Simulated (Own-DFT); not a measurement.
## Calculated data, AlGa₃N₄ (wurtzite random alloy, strained, atoms displaced)

A calculation, not a measurement: plane-wave PBE density functional theory by an unreviewed code, no spin, of a simulated periodic cell, stress positive in tension, free energy of the whole cell less one offset for each atom, forces on such cells passed a denser k mesh, this cell's mesh not checked; offsets are fitted by least squares, one for each functional and potential file, so energies compare only between cells with the same atoms and settings and are not formation energies; the far tail of each file's local potential was reset to the Coulomb form; each entry is a single point on an unrelaxed cell, so the pressure reflects the starting lattice, mostly measured values, from which strain is counted, and rises with the displacements; printed positions are rounded, which can move forces by about a meV/angstrom; the program is a retired in-house code; no spin-orbit coupling. Program: Own-DFT development build.

Common to all runs: functional PBE; potential files PseudoDojo norm-conserving, scalar-relativistic, standard set with the stringent files for Ga; wave cutoff 96 hartree; occupations Gaussian; smearing width 0.01 eV; k mesh 4 x 4 x 3 centred on Gamma.

(1) 
```cif
# cell vector a (Å): 9.5568 0.0000 0.0000
# cell vector b (Å): -4.7784 8.2764 0.0000
# cell vector c (Å): 0.0000 0.0000 10.2685
data_AlGa3N4
_symmetry_space_group_name_H-M 'P 1'
_symmetry_Int_Tables_number 1
_cell_length_a 9.5568
_cell_length_b 9.5568
_cell_length_c 10.2685
_cell_angle_alpha 90.000
_cell_angle_beta 90.000
_cell_angle_gamma 120.000
_cell_volume 812.20
loop_
_atom_site_label
_atom_site_type_symbol
_atom_site_fract_x
_atom_site_fract_y
_atom_site_fract_z
_atom_site_occupancy
Ga1 Ga 0.12135 0.22902 0.99805 1
Ga2 Ga 0.22953 0.12244 0.25484 1
N1 N 0.11525 0.22110 0.19644 1
N2 N 0.22969 0.11135 0.43368 1
Ga3 Ga 0.11560 0.22099 0.50818 1
Ga4 Ga 0.23269 0.11744 0.74853 1
N3 N 0.11462 0.22604 0.68151 1
N4 N 0.22620 0.11268 0.93095 1
Ga5 Ga 0.11822 0.55664 0.00380 1
Ga6 Ga 0.22801 0.45049 0.24502 1
N5 N 0.11395 0.55989 0.18698 1
N6 N 0.22529 0.44256 0.44577 1
Al1 Al 0.11542 0.55516 0.49665 1
Ga7 Ga 0.22408 0.43176 0.75192 1
N7 N 0.10769 0.54843 0.68027 1
N8 N 0.20135 0.43739 0.94496 1
Ga8 Ga 0.11277 0.88395 0.00274 1
Ga9 Ga 0.20918 0.76994 0.25160 1
N9 N 0.10496 0.89527 0.19118 1
N10 N 0.22066 0.78476 0.43262 1
Al2 Al 0.10837 0.89115 0.49413 1
Al3 Al 0.22544 0.78734 0.75622 1
N11 N 0.10066 0.87681 0.68403 1
N12 N 0.22343 0.77768 0.93709 1
Ga10 Ga 0.44175 0.21914 0.00276 1
Ga11 Ga 0.56872 0.11898 0.24848 1
N13 N 0.45004 0.23377 0.19368 1
N14 N 0.56083 0.10299 0.44066 1
Ga12 Ga 0.43042 0.21275 0.50428 1
Ga13 Ga 0.55854 0.11144 0.74725 1
N15 N 0.44556 0.22017 0.69147 1
N16 N 0.56724 0.11272 0.93748 1
Ga14 Ga 0.44347 0.56308 0.00913 1
Ga15 Ga 0.55267 0.44966 0.24444 1
N17 N 0.45074 0.56326 0.18395 1
N18 N 0.56516 0.45138 0.43198 1
Ga16 Ga 0.44583 0.55407 0.50340 1
Al4 Al 0.55540 0.44537 0.74638 1
N19 N 0.44623 0.55554 0.68791 1
N20 N 0.55274 0.44951 0.94306 1
Ga17 Ga 0.44454 0.89298 0.00107 1
Al5 Al 0.56351 0.78000 0.25521 1
N21 N 0.45179 0.89334 0.18821 1
N22 N 0.55587 0.77743 0.43631 1
Ga18 Ga 0.44214 0.88931 0.50599 1
Ga19 Ga 0.56007 0.78473 0.75152 1
N23 N 0.45029 0.88981 0.69502 1
N24 N 0.55128 0.77661 0.94128 1
Al6 Al 0.77581 0.21646 0.99316 1
Ga20 Ga 0.87770 0.11423 0.25347 1
N25 N 0.77710 0.22466 0.18343 1
N26 N 0.88612 0.10483 0.44354 1
Ga21 Ga 0.78542 0.23888 0.49291 1
Ga22 Ga 0.89262 0.10441 0.74875 1
N27 N 0.78037 0.22376 0.68701 1
N28 N 0.89792 0.10450 0.93472 1
Al7 Al 0.77103 0.55692 0.00355 1
Ga23 Ga 0.89787 0.44676 0.24933 1
N29 N 0.77101 0.55881 0.19240 1
N30 N 0.88296 0.44241 0.43329 1
Ga24 Ga 0.77352 0.55860 0.49330 1
Ga25 Ga 0.88647 0.44860 0.75245 1
N31 N 0.78057 0.54997 0.68514 1
N32 N 0.88894 0.44559 0.93633 1
Al8 Al 0.76718 0.87267 0.00597 1
Al9 Al 0.88628 0.76809 0.24423 1
N33 N 0.78340 0.88888 0.19832 1
N34 N 0.88707 0.78120 0.43497 1
Ga26 Ga 0.77818 0.88748 0.49988 1
Ga27 Ga 0.88622 0.77738 0.74681 1
N35 N 0.79465 0.90344 0.69085 1
N36 N 0.89120 0.78550 0.93986 1
_calc_free_energy_of_cell_above_offsets '-8.928'  # eV
_calc_pressure 5.14  # GPa
_calc_stress_xx -3.13  # GPa
_calc_stress_yy -4.53  # GPa
_calc_stress_zz -7.76  # GPa
_calc_stress_yz -0.18  # GPa
_calc_stress_xz -0.36  # GPa
_calc_stress_xy -0.04  # GPa
```

Force:
```csv
element,x (eV/Å),y (eV/Å),z (eV/Å)
Ga,-0.705,-2.524,1.274
Ga,0.211,-1.056,-1.307
N,-1.437,1.059,-1.143
N,-1.779,-1.288,1.916
Ga,-0.839,-0.245,-3.404
Ga,-1.522,-1.698,-0.412
N,0.901,-1.363,2.704
N,0.221,-0.326,1.42
Ga,-2.844,0.569,-1.094
Ga,0.222,-0.938,1.357
N,0.25,-0.675,0.449
N,-0.887,0.564,-1.387
Al,-0.632,0.267,0.52
Ga,-1.744,2.364,-0.006
N,0.621,1.457,0.935
N,3.453,0.988,-1.539
Ga,-1.011,0.905,-0.188
Ga,1.016,2.676,-0.714
N,0.794,-0.865,-0.027
N,-0.11,-1.256,1.93
Al,-0.003,-0.688,0.304
Al,0.063,-1.782,-1.791
N,1.814,1.628,-0.378
N,0.121,0.111,-0.002
Ga,0.704,0.625,-0.236
Ga,-2.06,-1.169,0.834
N,0.458,-1.573,-0.879
N,-1.209,1.385,-0.2
Ga,3.113,1.588,-0.814
Ga,0.954,0.591,0.186
N,0.249,1.432,-0.285
N,-1.492,-0.001,0.14
Ga,-0.203,-1.046,-2.88
Ga,0.475,-0.061,0.986
N,-0.889,0.831,2.496
N,-1.955,-1.636,0.802
Ga,0.245,0.405,-1.011
Al,0.661,0.268,0.761
N,0.897,-0.034,1.231
N,0.518,-0.162,-1.182
Ga,0.355,0.025,0.298
Al,-0.808,0.535,-0.692
N,-0.085,-0.827,0.615
N,-0.365,-0.32,0.615
Ga,0.515,-0.509,-0.98
Ga,1.018,-0.736,0.089
N,-1.922,-0.434,-0.254
N,0.786,0.511,-0.114
Al,1.822,1.095,-0.06
Ga,2.378,-0.618,0.11
N,0.854,0.956,-1.111
N,0.104,1.697,-0.448
Ga,0.362,-3.223,2.004
Ga,-0.871,3.218,0.713
N,0.156,-0.016,0.055
N,-1.773,-0.286,1.68
Al,1.111,-0.058,-0.716
Ga,-1.671,-0.289,-0.704
N,1.771,-0.159,-1.556
N,1.526,2.705,-0.146
Ga,1.345,0.417,0.717
Ga,1.84,-0.815,-0.596
N,-2.744,0.632,0.02
N,-0.942,-0.133,2.054
Al,0.571,2.292,-0.086
Al,-0.644,2.14,1.171
N,-0.857,-0.907,-1.483
N,1.457,-0.052,-0.483
Ga,-0.521,0.089,-0.024
Ga,0.329,-0.638,0.687
N,-1.374,-3.76,-1.248
N,-0.369,-1.862,0.506
```

(2) 
```cif
# cell vector a (Å): 9.5568 0.0000 0.0000
# cell vector b (Å): -4.7784 8.2764 0.0000
# cell vector c (Å): 0.0000 0.0000 10.2685
data_AlGa3N4
_symmetry_space_group_name_H-M 'P 1'
_symmetry_Int_Tables_number 1
_cell_length_a 9.5568
_cell_length_b 9.5568
_cell_length_c 10.2685
_cell_angle_alpha 90.000
_cell_angle_beta 90.000
_cell_angle_gamma 120.000
_cell_volume 812.20
loop_
_atom_site_label
_atom_site_type_symbol
_atom_site_fract_x
_atom_site_fract_y
_atom_site_fract_z
_atom_site_occupancy
Ga1 Ga 0.11839 0.24094 0.00003 1
Ga2 Ga 0.21960 0.11271 0.24308 1
N1 N 0.12098 0.23371 0.18390 1
N2 N 0.21301 0.11536 0.43743 1
Ga3 Ga 0.11214 0.21826 0.49408 1
Al1 Al 0.22216 0.11564 0.74131 1
N3 N 0.12421 0.22936 0.69069 1
N4 N 0.22701 0.11019 0.94364 1
Ga4 Ga 0.10479 0.55576 0.99400 1
Ga5 Ga 0.22873 0.44814 0.24348 1
N5 N 0.11236 0.55157 0.18948 1
N6 N 0.22272 0.44420 0.44459 1
Al2 Al 0.11114 0.55564 0.50215 1
Ga6 Ga 0.21568 0.44232 0.74394 1
N7 N 0.10575 0.55189 0.68742 1
N8 N 0.22218 0.44194 0.93987 1
Al3 Al 0.10237 0.88396 0.00358 1
Ga7 Ga 0.23276 0.78053 0.25123 1
N9 N 0.11989 0.88946 0.18764 1
N10 N 0.21992 0.77180 0.44364 1
Ga8 Ga 0.11571 0.88838 0.50337 1
Ga9 Ga 0.22227 0.78411 0.75125 1
N11 N 0.11254 0.89324 0.68887 1
N12 N 0.23032 0.78126 0.93312 1
Ga10 Ga 0.45004 0.21618 0.01349 1
Al4 Al 0.56137 0.11780 0.25212 1
N13 N 0.43924 0.21989 0.18547 1
N14 N 0.55940 0.11408 0.44022 1
Ga11 Ga 0.43658 0.21025 0.50546 1
Al5 Al 0.54720 0.11168 0.74876 1
N15 N 0.43708 0.21803 0.68610 1
N16 N 0.56484 0.11234 0.94092 1
Ga12 Ga 0.43683 0.56504 0.00275 1
Al6 Al 0.55422 0.43443 0.25264 1
N17 N 0.43886 0.55570 0.18740 1
N18 N 0.56068 0.43926 0.44032 1
Al7 Al 0.44563 0.55408 0.50819 1
Ga13 Ga 0.55738 0.44181 0.75179 1
N19 N 0.44747 0.55587 0.68295 1
N20 N 0.55543 0.44359 0.93588 1
Ga14 Ga 0.44315 0.89260 0.99959 1
Ga15 Ga 0.55136 0.77988 0.24423 1
N21 N 0.44109 0.88218 0.18617 1
N22 N 0.54666 0.77336 0.44241 1
Ga16 Ga 0.44332 0.89910 0.49569 1
Ga17 Ga 0.55449 0.77964 0.74556 1
N23 N 0.44104 0.88282 0.68839 1
N24 N 0.56017 0.78370 0.94328 1
Ga18 Ga 0.78204 0.21432 0.99186 1
Ga19 Ga 0.88228 0.10795 0.25395 1
N25 N 0.77246 0.21885 0.19204 1
N26 N 0.89213 0.12048 0.43994 1
Ga20 Ga 0.77747 0.22925 0.50731 1
Ga21 Ga 0.89143 0.11238 0.75703 1
N27 N 0.79610 0.22533 0.68707 1
N28 N 0.89170 0.11615 0.94131 1
Ga22 Ga 0.77535 0.55675 0.00072 1
Ga23 Ga 0.88517 0.43832 0.25689 1
N29 N 0.78493 0.55871 0.19377 1
N30 N 0.88588 0.44057 0.43118 1
Ga24 Ga 0.76654 0.54997 0.50105 1
Ga25 Ga 0.88797 0.44232 0.74517 1
N31 N 0.77535 0.55487 0.69250 1
N32 N 0.89012 0.44376 0.93506 1
Ga26 Ga 0.78326 0.89437 0.00130 1
Ga27 Ga 0.89697 0.78430 0.24937 1
N33 N 0.77210 0.88565 0.20119 1
N34 N 0.88281 0.78845 0.44241 1
Al8 Al 0.77389 0.87527 0.49322 1
Al9 Al 0.88581 0.77999 0.74578 1
N35 N 0.77289 0.88071 0.67749 1
N36 N 0.88156 0.77258 0.93939 1
_calc_free_energy_of_cell_above_offsets '-8.887'  # eV
_calc_pressure 5.4  # GPa
_calc_stress_xx -5.19  # GPa
_calc_stress_yy -3.82  # GPa
_calc_stress_zz -7.19  # GPa
_calc_stress_yz 0.17  # GPa
_calc_stress_xz 0.12  # GPa
_calc_stress_xy 0.31  # GPa
```

Force:
```csv
element,x (eV/Å),y (eV/Å),z (eV/Å)
Ga,1.303,-3.351,0.127
Ga,-0.334,-0.122,0.525
N,-1.006,-1.783,0.786
N,3.303,-1.845,-0.876
Ga,-2.38,1.718,1.276
Al,0.241,-0.616,2.342
N,-0.953,-1.778,-0.335
N,-0.7,-0.785,-1.046
Ga,0.927,0.35,0.931
Ga,-1.229,-0.184,2.13
N,-0.905,0.703,-0.401
N,0.222,0.957,-0.248
Al,0.25,-0.923,-0.64
Ga,1.082,1.091,0.597
N,0.096,1.193,-0.645
N,-0.889,2.662,-1.7
Al,0.984,0.923,-1.191
Ga,-1.404,-1.562,0.222
N,-0.756,-0.122,-0.321
N,-0.411,0.304,-0.455
Ga,-1.386,-0.056,-0.93
Ga,0.251,-0.942,-0.771
N,-1.044,0.143,0.712
N,-2.011,-0.207,1.477
Ga,-0.92,0.78,-4.176
Al,-0.513,-1.018,-0.301
N,1.784,0.484,3.805
N,-0.706,0.289,-1.092
Ga,-0.479,1.231,-1.718
Al,1.326,-0.571,0.441
N,1.077,-0.415,1.318
N,-1.137,-0.096,-1.593
Ga,1.808,-0.771,-0.806
Al,-0.384,1.689,-0.321
N,2.751,0.019,0.499
N,-2.741,-0.68,-0.92
Al,-0.603,-0.09,-2.438
Ga,-1.048,0.234,0.008
N,-0.224,-0.281,1.608
N,-0.452,-0.254,1.366
Ga,0.683,-0.233,-0.314
Ga,0.608,-1.248,1.757
N,-0.05,2.792,0.463
N,0.948,0.045,-0.329
Ga,1.34,-1.964,0.846
Ga,0.642,-0.551,0.499
N,-0.633,2.285,-0.004
N,-0.213,0.175,-0.825
Ga,-1.764,2.161,1.868
Ga,0.718,1.026,0.046
N,-0.173,-0.259,-0.92
N,-0.416,-1.851,0.412
Ga,1.402,-0.664,-1.42
Ga,1.293,-0.919,-1.839
N,-3.043,-0.8,1.184
N,1.902,-1.069,-0.194
Ga,0.141,-1.054,0.26
Ga,0.741,0.692,-2.665
N,-1.451,-0.748,-0.264
N,0.352,1.456,3.677
Ga,1.989,1.404,0.036
Ga,-0.26,0.533,0.764
N,0.584,0.772,-0.528
N,-0.747,-0.396,0.182
Ga,-0.346,-0.616,0.704
Ga,-0.208,-0.751,0.733
N,1.022,0.604,-1.858
N,3.749,-2.2,-0.989
Al,-3.695,2.985,0.824
Al,0.196,-0.301,0.227
N,0.729,0.866,1.279
N,1.168,1.514,-0.857
```

(3) 
```cif
# cell vector a (Å): 9.5568 0.0000 0.0000
# cell vector b (Å): -4.7784 8.2764 0.0000
# cell vector c (Å): 0.0000 0.0000 10.2685
data_AlGa3N4
_symmetry_space_group_name_H-M 'P 1'
_symmetry_Int_Tables_number 1
_cell_length_a 9.5568
_cell_length_b 9.5568
_cell_length_c 10.2685
_cell_angle_alpha 90.000
_cell_angle_beta 90.000
_cell_angle_gamma 120.000
_cell_volume 812.20
loop_
_atom_site_label
_atom_site_type_symbol
_atom_site_fract_x
_atom_site_fract_y
_atom_site_fract_z
_atom_site_occupancy
Ga1 Ga 0.11724 0.22239 0.99785 1
Al1 Al 0.21836 0.10618 0.25285 1
N1 N 0.11271 0.22992 0.18222 1
N2 N 0.22157 0.11677 0.43937 1
Al2 Al 0.11356 0.20784 0.49720 1
Ga2 Ga 0.22158 0.10233 0.74246 1
N3 N 0.11713 0.22733 0.69136 1
N4 N 0.21292 0.10207 0.94423 1
Al3 Al 0.10934 0.55940 0.00037 1
Al4 Al 0.22303 0.43947 0.25066 1
N5 N 0.10608 0.55992 0.19278 1
N6 N 0.22075 0.44161 0.43631 1
Ga3 Ga 0.09950 0.55046 0.50544 1
Al5 Al 0.21727 0.43839 0.75190 1
N7 N 0.11343 0.56056 0.68344 1
N8 N 0.21466 0.44167 0.94613 1
Ga4 Ga 0.10534 0.88371 0.00671 1
Ga5 Ga 0.21634 0.78318 0.24577 1
N9 N 0.10799 0.88259 0.18477 1
N10 N 0.21597 0.76766 0.44516 1
Ga6 Ga 0.10796 0.87849 0.49839 1
Ga7 Ga 0.22785 0.79313 0.74508 1
N11 N 0.10518 0.89051 0.69423 1
N12 N 0.21847 0.79077 0.93997 1
Ga8 Ga 0.44933 0.22060 0.00903 1
Al6 Al 0.55748 0.10448 0.25675 1
N13 N 0.44507 0.22074 0.18222 1
N14 N 0.55930 0.10642 0.43519 1
Ga9 Ga 0.44460 0.22677 0.49569 1
Ga10 Ga 0.55959 0.11098 0.73799 1
N15 N 0.43449 0.22402 0.69588 1
N16 N 0.55966 0.11385 0.93789 1
Ga11 Ga 0.43654 0.55012 0.00671 1
Ga12 Ga 0.55554 0.44430 0.24567 1
N17 N 0.44359 0.54313 0.18359 1
N18 N 0.55183 0.44508 0.43948 1
Ga13 Ga 0.43793 0.55104 0.50352 1
Al7 Al 0.56007 0.44556 0.73896 1
N19 N 0.44153 0.55889 0.68629 1
N20 N 0.55541 0.44342 0.93849 1
Ga14 Ga 0.44509 0.89028 0.99913 1
Ga15 Ga 0.56408 0.78920 0.25309 1
N21 N 0.43939 0.88124 0.19567 1
N22 N 0.55816 0.78215 0.44004 1
Al8 Al 0.44325 0.88880 0.49732 1
Ga16 Ga 0.54508 0.77136 0.75431 1
N23 N 0.44795 0.88710 0.69522 1
N24 N 0.55679 0.78480 0.94196 1
Ga17 Ga 0.78536 0.22997 0.00300 1
Al9 Al 0.87397 0.10442 0.25657 1
N25 N 0.77324 0.21283 0.18222 1
N26 N 0.88637 0.11359 0.44239 1
Ga18 Ga 0.77823 0.21322 0.49333 1
Ga19 Ga 0.89688 0.11141 0.74895 1
N27 N 0.79122 0.21621 0.68386 1
N28 N 0.89682 0.10978 0.93473 1
Ga20 Ga 0.78500 0.55661 0.99891 1
Ga21 Ga 0.88958 0.44308 0.24952 1
N29 N 0.78238 0.55887 0.18463 1
N30 N 0.89769 0.44824 0.43936 1
Ga22 Ga 0.77759 0.55871 0.50307 1
Ga23 Ga 0.89763 0.44707 0.75532 1
N31 N 0.78104 0.55419 0.69073 1
N32 N 0.89978 0.44958 0.93822 1
Ga24 Ga 0.77812 0.88744 0.00870 1
Ga25 Ga 0.89568 0.77715 0.25019 1
N33 N 0.76814 0.88334 0.19075 1
N34 N 0.89746 0.77994 0.43488 1
Ga26 Ga 0.77080 0.88640 0.50000 1
Ga27 Ga 0.89587 0.78340 0.74413 1
N35 N 0.78029 0.88455 0.68471 1
N36 N 0.88947 0.78141 0.93402 1
_calc_free_energy_of_cell_above_offsets '-8.588'  # eV
_calc_pressure 5.44  # GPa
_calc_stress_xx -5.86  # GPa
_calc_stress_yy -2.79  # GPa
_calc_stress_zz -7.68  # GPa
_calc_stress_yz -0.32  # GPa
_calc_stress_xz 0.08  # GPa
_calc_stress_xy -0.23  # GPa
```

Force:
```csv
element,x (eV/Å),y (eV/Å),z (eV/Å)
Ga,-0.608,-0.609,-0.058
Al,-0.262,1.105,-1.551
N,-0.098,-1.911,2.765
N,1.609,-2.008,-1.299
Al,-3.023,2.855,1.174
Ga,-1.536,1.581,2.719
N,0.466,-0.349,-1.606
N,1.517,0.69,-0.925
Al,1.01,0.682,0.526
Al,-0.582,0.875,-0.208
N,1.819,-0.587,-1.359
N,-0.172,-1.119,-0.001
Ga,2.529,-0.046,-1.095
Al,0.134,1.19,0.121
N,0.97,-0.143,2.631
N,-0.493,1.494,-1.827
Ga,-0.983,1.142,-2.119
Ga,1.794,-1.637,1.367
N,-0.83,2.422,2.113
N,1.113,1.999,-0.687
Ga,0.304,1.152,0.7
Ga,0.149,-1.683,1.163
N,1.743,-0.291,-2.421
N,2.047,-2.399,-0.386
Ga,-0.824,-0.053,-3.77
Al,-0.972,0.392,-2.386
N,0.223,-1.45,4.655
N,-1.325,-0.294,0.736
Ga,0.479,-0.529,0.792
Ga,0.286,0.973,1.806
N,2.585,0.678,-2.022
N,0.356,0.125,-0.436
Ga,0.91,0.534,-2.192
Ga,0.739,-0.21,0.137
N,-1.737,1.35,2.499
N,0.884,0.387,-0.254
Ga,-0.576,0.623,-1.024
Al,-0.938,0.271,2.186
N,0.442,-1.643,1.378
N,0.192,0.213,-1.133
Ga,-0.543,0.549,0.209
Ga,-1.444,-2.894,0.077
N,-0.261,1.64,-0.358
N,-1.263,-0.558,0.224
Al,0.022,-0.934,0.518
Ga,1.926,0.534,0.275
N,-1.011,0.731,-2.577
N,0.277,-1.26,0.154
Ga,0.323,-1.415,-2.051
Al,1.895,0.806,-1.294
N,-0.41,-0.033,2.845
N,2.87,-1.21,-1.726
Ga,-1.008,2.388,1.58
Ga,0.186,-1.127,0.347
N,-2.31,1.142,0.013
N,-1.14,0.035,1.02
Ga,-1.421,0.215,-0.963
Ga,-0.271,-0.154,0.181
N,-0.16,-0.601,0.911
N,-2.798,-1.72,-0.665
Ga,0.626,-0.589,-0.653
Ga,-0.273,-0.698,-1.379
N,-0.491,-0.308,-0.092
N,-0.254,-0.071,0.703
Ga,-0.023,0.456,-2.183
Ga,-1.382,-0.466,-0.287
N,2.286,1.773,0.921
N,-1.59,-0.305,0.542
Ga,1.229,0.205,0.255
Ga,-1.884,-1.372,1.507
N,-0.929,0.179,0.446
N,-0.113,-0.712,0.789
```

(4) 
```cif
# cell vector a (Å): 9.5568 0.0000 0.0000
# cell vector b (Å): -4.7784 8.2764 0.0000
# cell vector c (Å): 0.0000 0.0000 10.2685
data_AlGa3N4
_symmetry_space_group_name_H-M 'P 1'
_symmetry_Int_Tables_number 1
_cell_length_a 9.5568
_cell_length_b 9.5568
_cell_length_c 10.2685
_cell_angle_alpha 90.000
_cell_angle_beta 90.000
_cell_angle_gamma 120.000
_cell_volume 812.20
loop_
_atom_site_label
_atom_site_type_symbol
_atom_site_fract_x
_atom_site_fract_y
_atom_site_fract_z
_atom_site_occupancy
Ga1 Ga 0.11687 0.22519 0.99830 1
Ga2 Ga 0.22541 0.11481 0.25273 1
N1 N 0.11335 0.23238 0.18650 1
N2 N 0.22176 0.10309 0.43843 1
Ga3 Ga 0.11797 0.22506 0.50567 1
Al1 Al 0.22652 0.10900 0.75006 1
N3 N 0.11386 0.22546 0.69030 1
N4 N 0.22369 0.11698 0.93288 1
Ga4 Ga 0.11173 0.55999 0.01158 1
Al2 Al 0.22768 0.44261 0.24305 1
N5 N 0.10525 0.54982 0.19099 1
N6 N 0.22139 0.44780 0.44333 1
Ga5 Ga 0.11056 0.55868 0.49875 1
Ga6 Ga 0.21995 0.45086 0.74541 1
N7 N 0.12386 0.56642 0.69861 1
N8 N 0.21513 0.45094 0.94390 1
Al3 Al 0.11348 0.88955 0.99340 1
Ga7 Ga 0.22682 0.77539 0.25170 1
N9 N 0.11181 0.89802 0.18231 1
N10 N 0.21192 0.76590 0.43965 1
Ga8 Ga 0.11654 0.89874 0.49931 1
Ga9 Ga 0.22276 0.78039 0.75579 1
N11 N 0.11646 0.88822 0.69119 1
N12 N 0.21452 0.77346 0.93279 1
Al4 Al 0.44179 0.22663 0.99747 1
Ga10 Ga 0.55937 0.10849 0.25444 1
N13 N 0.43956 0.22126 0.19150 1
N14 N 0.56103 0.11962 0.43163 1
Ga11 Ga 0.44227 0.22229 0.49037 1
Ga12 Ga 0.55634 0.10821 0.75312 1
N15 N 0.44326 0.22193 0.69317 1
N16 N 0.55569 0.12443 0.93436 1
Ga13 Ga 0.43969 0.54498 0.00197 1
Al5 Al 0.55184 0.44025 0.24879 1
N17 N 0.45141 0.56041 0.17967 1
N18 N 0.55828 0.44923 0.44143 1
Ga14 Ga 0.44312 0.54805 0.50819 1
Ga15 Ga 0.55359 0.44123 0.74820 1
N19 N 0.44875 0.55806 0.69222 1
N20 N 0.56146 0.44270 0.93075 1
Ga16 Ga 0.44639 0.89522 0.99419 1
Al6 Al 0.55639 0.77466 0.25000 1
N21 N 0.44016 0.88325 0.19840 1
N22 N 0.55562 0.77001 0.45402 1
Al7 Al 0.44714 0.88683 0.50541 1
Ga17 Ga 0.55753 0.77356 0.73798 1
N23 N 0.44500 0.88125 0.69119 1
N24 N 0.55068 0.77539 0.94861 1
Ga18 Ga 0.77736 0.22179 0.00719 1
Ga19 Ga 0.89295 0.12395 0.25573 1
N25 N 0.77215 0.21671 0.18421 1
N26 N 0.88634 0.11265 0.44190 1
Al8 Al 0.77413 0.22181 0.49714 1
Al9 Al 0.88379 0.09805 0.74903 1
N27 N 0.77142 0.22420 0.68615 1
N28 N 0.89548 0.10519 0.93855 1
Ga20 Ga 0.78213 0.56628 0.00169 1
Ga21 Ga 0.88638 0.43949 0.24026 1
N29 N 0.78327 0.55535 0.20339 1
N30 N 0.89410 0.44782 0.44017 1
Ga22 Ga 0.78134 0.56538 0.51044 1
Ga23 Ga 0.88826 0.43639 0.75515 1
N31 N 0.77280 0.55721 0.69268 1
N32 N 0.88932 0.44486 0.93495 1
Ga24 Ga 0.78133 0.88960 0.98936 1
Ga25 Ga 0.87863 0.78005 0.24468 1
N33 N 0.77955 0.88721 0.18978 1
N34 N 0.88005 0.77117 0.44334 1
Ga26 Ga 0.77761 0.89139 0.49916 1
Ga27 Ga 0.90229 0.78910 0.75244 1
N35 N 0.77238 0.88671 0.67951 1
N36 N 0.88130 0.77194 0.92773 1
_calc_free_energy_of_cell_above_offsets '-8.636'  # eV
_calc_pressure 5.32  # GPa
_calc_stress_xx -3.09  # GPa
_calc_stress_yy -4.89  # GPa
_calc_stress_zz -7.99  # GPa
_calc_stress_yz 0.66  # GPa
_calc_stress_xz 0.56  # GPa
_calc_stress_xy 0.2  # GPa
```

Force:
```csv
element,x (eV/Å),y (eV/Å),z (eV/Å)
Ga,-0.743,0.288,-0.208
Ga,-1.067,-0.714,-1.023
N,0.449,-0.574,0.764
N,-0.769,2.123,-0.227
Ga,-0.878,0.045,-0.771
Al,-0.55,0.845,-0.417
N,-0.025,-1.547,0.926
N,1.123,-1.116,0.439
Ga,-0.487,-0.266,-2.121
Al,-0.593,1.17,1.198
N,1.674,0.301,0.962
N,0.991,-0.674,-1.694
Ga,-0.06,-1.322,1.29
Ga,1.364,-0.648,1.461
N,-2.104,-1.004,-1.832
N,1.424,-0.829,-0.715
Al,-0.582,0.43,0.699
Ga,-2.124,-0.095,0.166
N,0.335,-1.124,-0.389
N,1.173,3.397,0.187
Ga,-0.36,-3.427,0.259
Ga,0.835,-0.211,-1.549
N,-0.331,1.743,-0.326
N,-0.12,1.378,2.81
Al,0.357,-0.004,0.148
Ga,-1.27,-0.373,-1.708
N,1.116,1.086,-1.196
N,0.451,-1.603,2.621
Ga,0.803,0.729,1.621
Ga,-0.444,0.209,-1.243
N,-0.378,-1.128,-1.249
N,0.166,-0.97,1.948
Ga,-0.046,0.943,-2.26
Al,0.538,0.832,0.612
N,-0.118,-0.901,3.39
N,-0.05,-0.909,-1.385
Ga,-0.437,0.277,-0.846
Ga,0.237,0.311,-0.284
N,-0.541,-1.472,0.292
N,-0.92,-0.358,2.424
Ga,-0.167,-0.388,0.768
Al,0.127,0.327,0.334
N,1.675,0.503,-1.147
N,-1.65,1.04,-2.463
Al,-0.536,-0.328,-0.857
Ga,-0.264,0.251,2.19
N,-0.872,1.308,-0.822
N,0.525,0.201,-1.59
Ga,0.294,0.079,-2.918
Ga,0.901,-1.447,-0.668
N,0.235,0.271,1.431
N,-0.041,0.714,0.163
Al,0.395,1.351,0.64
Al,-0.357,1.777,-0.288
N,1.882,-1.348,-0.462
N,-1.271,1.075,-1.205
Ga,0.234,-1.982,0.145
Ga,0.123,0.293,2.404
N,-2.21,-0.36,-2.217
N,-1.012,-1.575,-0.162
Ga,0.689,-1.764,-1.018
Ga,-0.349,1.39,-1.46
N,1.402,0.419,0.582
N,-0.056,0.005,2.459
Ga,-1.039,-0.808,1.65
Ga,2.744,-0.333,1.733
N,-2.546,1.259,-0.491
N,0.857,2.403,-0.955
Ga,0.563,-0.379,-1.073
Ga,-1.284,-1.7,-2.42
N,1.469,1.234,2.357
N,1.501,1.67,2.591
```
